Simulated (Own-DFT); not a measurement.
# One host, several defects: L1_0 TiAl

The numbers are computed, not measured, by runs of the plane-wave DFT program Own-DFT (in-house, retired, unreviewed) at fixed positions, with no spin and no spin-orbit coupling.

Method: PBE; PseudoDojo norm-conserving scalar-relativistic files; cutoff 42 hartree; 4 x 4 x 4 k mesh centred on Gamma; cold (Marzari-Vanderbilt) smearing of 0.2 eV.

Limits: forces on such cells failed a check on a denser k mesh; stress not checked against mesh or cutoff.

All runs share one cell, with vectors in Å (5.622, 5.622, 0.000); (-5.622, 5.622, 0.000); (0.000, 0.000, 8.133) and a volume of 514.0 Å³. The atoms are randomly displaced, by u rms on each axis. The defect's site can differ from row to row.

```
cell,formula,u (Å),P (GPa)
no defect,Al16Ti16,0.0177,1.14
no defect,Al16Ti16,0.0178,1.15
no defect,Al16Ti16,0.0519,1.83
two Al vacancies,Al14Ti16,0.0302,-0.65
two Al vacancies,Al14Ti16,0.0311,-0.56
two Al vacancies,Al14Ti16,0.0534,0.02
one Ti vacancy,Al16Ti15,0.0268,0.42
one Ti vacancy,Al16Ti15,0.0305,?
one Ti vacancy,Al16Ti15,0.0324,0.56
one Ti vacancy,Al16Ti15,0.0362,0.75
```

## Analysis

P = P0 + c u² + a shift for each defect gives P0 = 1.03 GPa, c = 309 ± 23 GPa/Å² and a scatter of 0.06 GPa. The shifts, and each times the cell's volume:

- one Ti vacancy: -0.77 ± 0.05 GPa, -2.5 eV
- two Al vacancies: -1.92 ± 0.05 GPa, -6.2 eV (-3.1 eV for each of its 2 sites)

Positive is outwards. The product with the volume (160.2 GPa Å³ to the eV) is nearly free of the cell's size; divided by the bulk modulus at the cell's pressure it gives the volume that the defect adds. The atoms around the defects weren't relaxed, which would change these numbers.

## Test on the hidden row

Asked: what pressure belongs in the blank (one Ti vacancy, u = 0.0305 Å)?

The fit gives 0.55 ± 0.07 GPa. Computed: 0.55 GPa.
